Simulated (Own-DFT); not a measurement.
# Response to strain: beta-Si3N4, 112 atoms (N64Si48)

All numbers below are calculated, not measured. The program, named Own-DFT, is a retired in-house plane-wave density functional code that no person has reviewed. Each row is one single-point run on a periodic cell that was not relaxed, without spin or spin-orbit coupling.

Settings of every run: PBE; PseudoDojo norm-conserving scalar-relativistic files; cutoff 42 hartree; 2 x 2 x 4 k mesh centred on Gamma; Fermi-Dirac smearing of 0.1 eV.

Known limits: forces on such cells moved up to 12 meV/angstrom on a denser k mesh; stress not checked against mesh or cutoff.

Unstrained cell vectors in Å: (15.212, 0.000, 0.000); (-7.606, 13.174, 0.000); (0.000, 0.000, 5.818). The unstrained cell has measured lattice constants (interpolated for alloys), not those of this functional. That, the random moves and any unrelaxed bonds set the pressure at no strain. Each run strains this cell uniformly, with the atoms carried along. Every atom was also moved at random, by a Gaussian of width 0.05 Å on each axis. Strain is the symmetric tensor, in per cent. Stress is positive in tension, and the pressure is minus a third of its trace.

```
run,e_xx (%),e_yy (%),e_zz (%),e_yz (%),e_xz (%),e_xy (%),s_xx (GPa),s_yy (GPa),s_zz (GPa),s_yz (GPa),s_xz (GPa),s_xy (GPa),P (GPa),E (meV/atom)
1,1.96,-0.55,0.74,1.54,-1.76,1.85,3.86,-10.27,-3.93,4.46,-6.71,6.52,3.44,27.5
2,0.07,-1.00,-0.65,-0.96,-0.42,0.70,-7.76,-16.40,-15.68,-3.52,-2.08,3.78,13.28,55.4
3,1.94,0.04,1.08,-1.08,-0.14,-1.57,2.53,-2.60,-4.29,-3.68,0.68,-5.49,1.45,32.5
4,1.74,-0.83,-0.46,-1.05,-1.76,0.02,-0.73,-10.79,-11.85,-1.88,-6.07,0.88,7.79,35.7
5,0.99,1.21,-1.07,1.24,-0.85,-0.37,-2.87,-0.10,-14.05,4.43,-2.72,-0.89,5.67,8.9
6,-1.25,1.46,1.09,1.80,-1.78,0.97,-9.88,-0.28,-4.25,6.52,-6.85,4.17,4.80,15.5
7,-0.15,-1.72,1.26,-1.34,-0.78,0.29,-9.29,-15.38,-3.78,-4.74,-2.57,2.56,9.48,15.8
8,0.64,-1.08,-1.52,0.23,-0.12,-1.24,-5.63,-12.35,-22.31,-0.15,1.54,-4.54,13.43,21.6
9,-0.80,-0.12,-0.14,0.19,0.71,1.14,-13.35,-10.29,-10.54,1.02,0.07,5.70,11.40,36.5
10,-1.54,-1.76,1.72,1.65,-0.09,-0.62,-15.10,-18.90,-2.01,5.57,-0.77,-2.59,12.00,29.7
11,-1.87,-0.88,-1.67,1.45,1.05,-0.22,-22.16,-16.86,-26.07,3.67,2.18,0.33,21.70,78.5
12,-0.56,-0.18,0.62,-1.12,-0.02,-0.24,-11.51,-6.76,-5.67,-4.07,0.46,-2.20,7.98,0.0
13,0.49,-0.97,-1.44,1.66,1.88,1.34,-7.56,-14.42,-20.49,6.15,7.59,2.77,14.16,40.7
14,-1.19,1.47,0.18,0.17,0.97,0.09,-9.96,-3.06,-6.91,1.24,2.91,-0.52,6.64,6.2
15,0.45,1.90,-1.86,0.99,0.95,-1.67,?,?,?,?,?,?,?,?
```

E is the free energy for each atom above the lowest run shown.

## Worked fit

Each stress component was fitted by least squares to a constant and the strains of the runs shown, as fractions, with shears doubled. Shear strains stay in the fit of a normal stress only where such slopes are resolved. The slopes, in GPa:

| stress | at no strain | per e_xx | per e_yy | per e_zz | scatter |
|---|---|---|---|---|---|
| s_xx | -7.5 | 521 ± 31 | 131 ± 38 | 122 ± 36 | 1.45 |
| s_yy | -8.0 | 139 ± 38 | 551 ± 45 | 91 ± 43 | 1.76 |
| s_zz | -10.3 | 83 ± 34 | 124 ± 42 | 665 ± 39 | 1.61 |

Each shear stress against twice its own strain: yz 162 ± 11, xz 183 ± 16, xy 184 ± 17 GPa. These are stiffnesses along x, y and z of the frame in which the cell vectors are given, which need not be the crystal's axes. The atoms are held to the strained lattice; where symmetry lets them move under strain, relaxing them would lower some slopes. The table should be nearly symmetric about its diagonal, and what it lacks of that shows the noise. A ninth of its sum, 270 ± 11 GPa, estimates the bulk modulus near the mean pressure of these runs, 9.5 GPa, so it lies above the value at zero pressure.

## Withheld run

Question: what normal stresses and pressure should run 15 give?

The fit gives s_xx = -5.0, s_yy = 1.4, s_zz = -20.0 and P = 7.8 GPa. The calculation gave -4.86, 2.67, -22.00 and P = 8.06 GPa.
